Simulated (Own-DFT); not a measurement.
# One host, several defects: zincblende GaAs

Source: density functional calculations with Own-DFT, an unreviewed in-house program that is no longer used. Nothing was measured or relaxed, and spin and spin-orbit coupling are left out.

Settings: PBE; PseudoDojo norm-conserving scalar-relativistic files; cutoff 42 hartree; 3 x 3 x 3 k mesh centred on Gamma; Fermi-Dirac smearing of 0.1 eV.

Limits (not all hold for every row): not probed for a lower state with spin; forces on such cells failed a check on a denser k mesh; forces not confirmed at this smearing and k mesh; forces on such cells passed a denser k mesh, each cell not checked; stress not checked against mesh or cutoff.

All runs share one cell, with vectors in Å (11.307, 0.000, 0.000); (0.000, 11.307, 0.000); (0.000, 0.000, 11.307) and a volume of 1445.4 Å³. Atoms were moved at random from their sites; u is the rms move along one axis. The defect's site can differ from row to row.

| cell | formula | u (Å) | P (GPa) |
|---|---|---|---|
| no defect | As32Ga32 | 0.0186 | 3.51 |
| no defect | As32Ga32 | 0.0197 | 3.51 |
| no defect | As32Ga32 | 0.0506 | 3.79 |
| two Ga vacancies | As32Ga30 | 0.0286 | ? |
| two Ga vacancies | As32Ga30 | 0.0296 | 2.98 |
| two Ga vacancies | As32Ga30 | 0.0302 | 2.98 |
| two Ga vacancies | As32Ga30 | 0.0334 | 3.05 |
| one In on a Ga site | As32Ga31In | 0.0280 | 4.25 |
| one In on a Ga site | As32Ga31In | 0.0286 | 4.29 |
| one In on a Ga site | As32Ga31In | 0.0501 | 4.55 |
| one As on a Ga site and one Ga on an As site | As32Ga32 | 0.0302 | 3.92 |
| one As on a Ga site and one Ga on an As site | As32Ga32 | 0.0444 | 4.16 |
| one As on a Ga site and one Ga on an As site | As32Ga32 | 0.0537 | 4.40 |
| two As vacancies | As30Ga32 | 0.0263 | 3.22 |
| two As vacancies | As30Ga32 | 0.0287 | 3.31 |
| two As vacancies | As30Ga32 | 0.0518 | 3.57 |

## What the rows give

P = P0 + c u² + a shift for each defect gives P0 = 3.42 GPa, c = 168 ± 15 GPa/Å² and a scatter of 0.05 GPa. The shifts, and each times the cell's volume:

- one In on a Ga site: 0.72 ± 0.04 GPa, 6.5 eV
- one As on a Ga site and one Ga on an As site: 0.42 ± 0.04 GPa, 3.8 eV
- two As vacancies: -0.29 ± 0.04 GPa, -2.6 eV (-1.3 eV for each of its 2 sites)
- two Ga vacancies: -0.58 ± 0.04 GPa, -5.2 eV (-2.6 eV for each of its 2 sites)

Positive is outwards. The product with the volume (160.2 GPa Å³ to the eV) is nearly free of the cell's size; divided by the bulk modulus at the cell's pressure it gives the volume that the defect adds. The atoms around the defects weren't relaxed, which would change these numbers.

## The run left out

Asked: what pressure belongs in the blank (two Ga vacancies, u = 0.0286 Å)?

From the fit: 2.98 ± 0.05 GPa. DFT gave 2.96 GPa.
